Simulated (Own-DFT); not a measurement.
# How strain changes the stress of 2H SiC, 72 atoms (C36Si36)

All numbers below are calculated, not measured. The program, named Own-DFT, is a retired in-house plane-wave density functional code that no person has reviewed. Each row is one single-point run on a periodic cell that was not relaxed, without spin or spin-orbit coupling.

Settings of every run: PBE; PseudoDojo norm-conserving scalar-relativistic files; cutoff 42 hartree; 4 x 4 x 3 k mesh centred on Gamma; Fermi-Dirac smearing of 0.1 eV.

Known limits: forces on such cells passed a denser k mesh, each cell not checked; stress not checked against mesh or cutoff.

Unstrained cell vectors in Å: (9.248, 0.000, 0.000); (-4.624, 8.009, 0.000); (0.000, 0.000, 10.068). The unstrained cell has measured lattice constants (interpolated for alloys), not those of this functional. That, the random moves and any unrelaxed bonds set the pressure at no strain. Each run strains this cell uniformly, with the atoms carried along. Every atom was also moved at random, by a Gaussian of width 0.05 Å on each axis. Strain is the symmetric tensor, in per cent. Stress is positive in tension, and the pressure is minus a third of its trace.

```
run  e_xx (%)  e_yy (%)  e_zz (%)  e_yz (%)  e_xz (%)  e_xy (%)  s_xx (GPa)  s_yy (GPa)  s_zz (GPa)  s_yz (GPa)  s_xz (GPa)  s_xy (GPa)  P (GPa)  E (meV/atom)
  1      1.35     -1.31      1.69      1.46     -0.95     -1.57        2.27      -11.15        2.03        3.99       -3.89       -7.12     2.29          46.1
  2      0.46     -1.63     -0.64      0.78     -0.17     -1.15       -2.74      -16.07      -11.43        3.27        0.16       -5.75    10.08          38.3
  3      0.64     -1.09     -0.05      0.00     -0.95     -1.99       -0.10      -10.98       -9.94        0.35       -2.44       -9.54     7.01          41.8
  4     -1.65      1.52      1.39     -1.41     -1.28      1.88      -11.11        2.50        1.13       -4.65       -4.31        7.24     2.50          20.2
  5      1.13      0.73      0.36      0.44      1.77      1.52        2.10        0.42       -4.11        1.41        5.61        7.31     0.53          12.0
  6     -1.15      1.64      0.01     -0.37      1.21     -0.06       -9.25        3.71       -7.95       -1.55        5.44        1.23     4.50          24.4
  7      1.85     -0.25      0.50     -0.97     -1.26      1.47        5.31       -4.05       -4.40       -2.86       -3.45        6.73     1.04          24.5
  8     -1.75     -1.61     -0.09      1.31      0.51     -0.48      -16.61      -14.90      -10.77        2.96        0.26       -2.69    14.09          51.1
  9     -1.89      1.80     -0.89     -1.05     -1.07      1.61      -14.81        3.84      -15.25       -3.51       -3.69        7.79     8.74          55.6
 10     -0.57      1.30      0.29     -0.06      1.38      1.57       -3.82        1.56       -5.03       -0.49        3.65        6.07     2.43           0.0
 11      0.56      0.05     -1.47      0.10     -0.70      1.46       -1.33       -4.77      -16.54        0.70       -1.29        6.23     7.55          32.7
 12     -0.17      0.40     -0.24      1.67     -1.90      0.71       -6.28       -2.81       -8.05        5.10       -5.37        5.43     5.71          39.8
 13     -0.27     -1.21     -1.49      1.69      0.67      1.27       -8.02      -16.65      -14.75        6.81        2.15        5.23    13.14          54.2
 14      0.08     -0.68     -0.89      1.21     -0.44      1.07       -5.51       -8.53      -13.83        4.09       -2.36        5.51     9.29          33.6
 15     -0.44     -0.33     -1.52      0.49     -1.79     -1.88       -9.77       -7.13      -16.85        1.72       -6.06       -9.28    11.25          45.8
 16      0.57      1.04      1.19      1.06      1.22      1.56        1.32        1.82       -0.21        3.65        3.68        6.68    -0.98           5.9
 17      1.61     -1.37     -1.32     -1.41      0.45     -1.25           ?           ?           ?           ?           ?           ?        ?             ?
```

E is the free energy for each atom above the lowest run shown.

## Worked fit

Each stress component was fitted by least squares to a constant and the strains of the runs shown, as fractions, with shears doubled. Shear strains stay in the fit of a normal stress only where such slopes are resolved. The slopes, in GPa:

| stress | at no strain | per e_xx | per e_yy | per e_zz | scatter |
|---|---|---|---|---|---|
| s_xx | -4.4 | 570 ± 32 | 101 ± 30 | 73 ± 34 | 1.23 |
| s_yy | -5.2 | 84 ± 33 | 600 ± 30 | 52 ± 35 | 1.25 |
| s_zz | -7.8 | 59 ± 32 | 42 ± 30 | 582 ± 34 | 1.22 |

Each shear stress against twice its own strain: yz 156 ± 9, xz 161 ± 10, xy 222 ± 12 GPa. These are stiffnesses along x, y and z of the frame in which the cell vectors are given, which need not be the crystal's axes. The atoms are held to the strained lattice; where symmetry lets them move under strain, relaxing them would lower some slopes. The table should be nearly symmetric about its diagonal, and what it lacks of that shows the noise. A ninth of its sum, 241 ± 5 GPa, estimates the bulk modulus near the mean pressure of these runs, 6.2 GPa, so it lies above the value at zero pressure.

## Withheld run

Question: what normal stresses and pressure should run 17 give?

The fit gives s_xx = 2.4, s_yy = -12.8, s_zz = -15.1 and P = 8.5 GPa. The calculation gave 2.36, -11.26, -14.74 and P = 7.88 GPa.
